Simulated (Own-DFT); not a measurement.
# How strain changes the stress of hcp Hf, 36 atoms (Hf36)

All numbers below are calculated, not measured. The program, named Own-DFT, is a retired in-house plane-wave density functional code that no person has reviewed. Each row is one single-point run on a periodic cell that was not relaxed, without spin or spin-orbit coupling.

Settings of every run: PBE; PseudoDojo norm-conserving scalar-relativistic files; cutoff 42 hartree; 4 x 4 x 4 k mesh centred on Gamma; cold (Marzari-Vanderbilt) smearing of 0.2 eV.

Known limits: hafnium file: forces about 75 meV/angstrom off all-electron values; forces on such cells passed a denser k mesh, each cell not checked; stress not checked against mesh or cutoff.

Unstrained cell vectors in Å: (9.589, 0.000, 0.000); (-4.795, 8.304, 0.000); (0.000, 0.000, 10.102). The unstrained cell has measured lattice constants (interpolated for alloys), not those of this functional. That, the random moves and any unrelaxed bonds set the pressure at no strain. Each run strains this cell uniformly, with the atoms carried along. Every atom was also moved at random, by a Gaussian of width 0.05 Å on each axis. Strain is the symmetric tensor, in per cent. Stress is positive in tension, and the pressure is minus a third of its trace.

| run | e_xx (%) | e_yy (%) | e_zz (%) | e_yz (%) | e_xz (%) | e_xy (%) | s_xx (GPa) | s_yy (GPa) | s_zz (GPa) | s_yz (GPa) | s_xz (GPa) | s_xy (GPa) | P (GPa) | E (meV/atom) |
|---|---|---|---|---|---|---|---|---|---|---|---|---|---|---|
| 1 | 0.55 | 0.46 | 1.66 | 0.81 | 1.17 | 1.64 | 1.14 | 0.95 | 2.50 | 0.69 | 1.06 | 2.14 | -1.53 | 4.4 |
| 2 | 1.98 | 0.92 | 1.91 | -1.30 | -1.19 | -1.77 | 3.77 | 2.69 | 3.82 | -1.23 | -1.10 | -2.18 | -3.43 | 22.7 |
| 3 | 0.99 | 1.17 | -0.87 | -1.51 | 0.82 | 1.56 | 0.27 | 1.38 | -2.09 | -1.69 | 0.94 | 1.94 | 0.15 | 11.1 |
| 4 | 0.69 | 1.52 | 1.08 | -0.41 | 0.97 | 1.11 | 1.84 | 2.59 | 2.10 | -0.43 | 1.01 | 1.39 | -2.18 | 0.0 |
| 5 | -0.83 | 1.44 | 1.64 | 1.26 | 0.88 | -1.61 | -1.11 | 1.94 | 1.86 | 1.15 | 0.87 | -2.29 | -0.90 | 16.1 |
| 6 | 1.15 | -1.30 | -1.86 | -0.62 | -0.80 | 0.58 | -1.60 | -4.20 | -5.75 | -0.72 | -0.80 | 0.98 | 3.85 | 15.6 |
| 7 | 0.61 | 1.17 | 0.57 | 0.93 | -1.76 | 1.65 | 0.82 | 1.64 | 0.58 | 0.97 | -1.75 | 1.85 | -1.02 | 11.3 |
| 8 | 0.84 | -0.37 | -0.61 | 0.95 | 1.58 | 0.89 | -0.23 | -2.06 | -2.60 | 0.85 | 1.49 | 1.42 | 1.63 | 9.4 |
| 9 | 0.37 | -0.68 | -0.27 | 1.95 | 0.84 | 1.94 | -1.32 | -2.78 | -2.60 | 1.88 | 0.61 | 2.50 | 2.23 | 17.6 |
| 10 | -1.95 | 1.17 | -1.92 | 1.09 | 0.18 | -0.42 | -5.90 | -1.94 | -6.65 | 1.08 | 0.28 | -0.37 | 4.83 | 24.5 |
| 11 | 0.57 | 1.22 | -0.02 | 1.76 | -0.35 | 0.67 | 0.53 | 1.40 | -0.64 | 1.80 | -0.40 | 0.73 | -0.43 | 6.2 |
| 12 | -2.00 | 0.12 | 1.85 | 0.92 | 1.85 | -1.42 | -3.88 | -1.25 | 0.50 | 0.93 | 1.84 | -2.17 | 1.54 | 18.6 |
| 13 | -0.75 | -1.78 | 0.49 | -0.01 | 0.00 | 1.32 | -3.27 | -5.27 | -2.50 | -0.01 | -0.11 | 1.94 | 3.68 | 9.3 |
| 14 | 0.10 | 0.03 | 0.48 | -0.31 | -1.35 | -1.93 | -0.80 | -0.82 | -0.42 | -0.36 | -1.45 | -2.83 | 0.68 | 3.4 |
| 15 | -1.53 | 0.51 | 1.83 | -1.25 | 1.50 | 0.87 | -2.83 | 0.01 | 0.60 | -1.42 | 1.47 | 1.37 | 0.74 | 24.0 |
| 16 | -1.46 | 0.79 | -0.12 | -1.38 | 0.98 | -0.91 | ? | ? | ? | ? | ? | ? | ? | ? |

E is the free energy for each atom above the lowest run shown.

## Worked fit

Each stress component was fitted by least squares to a constant and the strains of the runs shown, as fractions, with shears doubled. Shear strains stay in the fit of a normal stress only where such slopes are resolved. The slopes, in GPa:

| stress | at no strain | per e_xx | per e_yy | per e_zz | scatter |
|---|---|---|---|---|---|
| s_xx | -1.4 | 187 ± 5 | 55 ± 6 | 72 ± 5 | 0.24 |
| s_yy | -1.4 | 67 ± 5 | 197 ± 6 | 64 ± 5 | 0.22 |
| s_zz | -1.8 | 79 ± 5 | 64 ± 6 | 205 ± 5 | 0.24 |

Each shear stress against twice its own strain: yz 51 ± 1, xz 50 ± 1, xy 66 ± 2 GPa. These are stiffnesses along x, y and z of the frame in which the cell vectors are given, which need not be the crystal's axes. The atoms are held to the strained lattice; where symmetry lets them move under strain, relaxing them would lower some slopes. The table should be nearly symmetric about its diagonal, and what it lacks of that shows the noise. A ninth of its sum, 110 ± 2 GPa, estimates the bulk modulus near the mean pressure of these runs, 0.7 GPa.

## Withheld run

Question: what normal stresses and pressure should run 16 give?

The fit gives s_xx = -3.8, s_yy = -0.9, s_zz = -2.7 and P = 2.5 GPa. The calculation gave -4.03, -0.83, -2.42 and P = 2.43 GPa.
